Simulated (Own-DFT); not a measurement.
# What a defect does to the pressure of its cell: 4H SiC

No measurement is shown. These are fixed-geometry runs of a retired plane-wave code named Own-DFT, which no person has reviewed; spin and spin-orbit coupling are neglected.

Settings: PBE; PseudoDojo norm-conserving scalar-relativistic files; cutoff 42 hartree; 4 x 4 x 3 k mesh centred on Gamma; Fermi-Dirac smearing of 0.1 eV.

Caveats (not all hold for every row): some atoms lie very close together; not probed for a lower state with spin; forces on such cells failed a check on a denser k mesh; forces on such cells passed a denser k mesh, each cell not checked; stress not checked against mesh or cutoff.

All runs share one cell, with vectors in Å (9.248, 0.000, 0.000); (-4.624, 8.009, 0.000); (0.000, 0.000, 10.068) and a volume of 745.7 Å³. The atoms are randomly displaced, by u rms on each axis. The defect's site can differ from row to row.

```
cell,formula,u (Å),P (GPa)
no defect,C36Si36,0.0288,3.65
no defect,C36Si36,0.0303,3.69
no defect,C36Si36,0.0566,6.28
two Al on a Si site each,Al2C36Si34,0.0304,5.86
two Al on a Si site each,Al2C36Si34,0.0309,5.92
two Al on a Si site each,Al2C36Si34,0.0546,7.41
one C vacancy,C35Si36,0.0282,3.34
one C vacancy,C35Si36,0.0301,3.49
one C vacancy,C35Si36,0.0473,4.90
one C vacancy,C35Si36,0.0473,?
one Al on a Si site and one N on a C site,AlC35NSi35,0.0445,5.05
one Al on a Si site and one N on a C site,AlC35NSi35,0.0497,5.27
one Al on a Si site and one N on a C site,AlC35NSi35,0.0539,5.74
one C on a Si site and one Si on a C site,C36Si36,0.0297,7.36
one C on a Si site and one Si on a C site,C36Si36,0.0481,9.27
one C on a Si site and one Si on a C site,C36Si36,0.0523,8.01
```

## Worked fit

P = P0 + c u² + a shift for each defect gives P0 = 3.06 GPa, c = 896 ± 137 GPa/Å² and a scatter of 0.43 GPa. The shifts, and each times the cell's volume:

- one C on a Si site and one Si on a C site: 3.38 ± 0.36 GPa, 15.7 eV
- two Al on a Si site each: 1.88 ± 0.35 GPa, 8.8 eV (4.4 eV for each of its 2 sites)
- one Al on a Si site and one N on a C site: 0.10 ± 0.37 GPa, 0.4 eV (not resolved)
- one C vacancy: -0.33 ± 0.36 GPa, -1.5 eV (not resolved)

Positive is outwards. The product with the volume (160.2 GPa Å³ to the eV) is nearly free of the cell's size; divided by the bulk modulus at the cell's pressure it gives the volume that the defect adds. The atoms around the defects weren't relaxed, which would change these numbers.

## Check

Question: what pressure belongs in the blank (one C vacancy, u = 0.0473 Å)?

From the fit: 4.74 ± 0.52 GPa. The calculation gave 4.50 GPa.
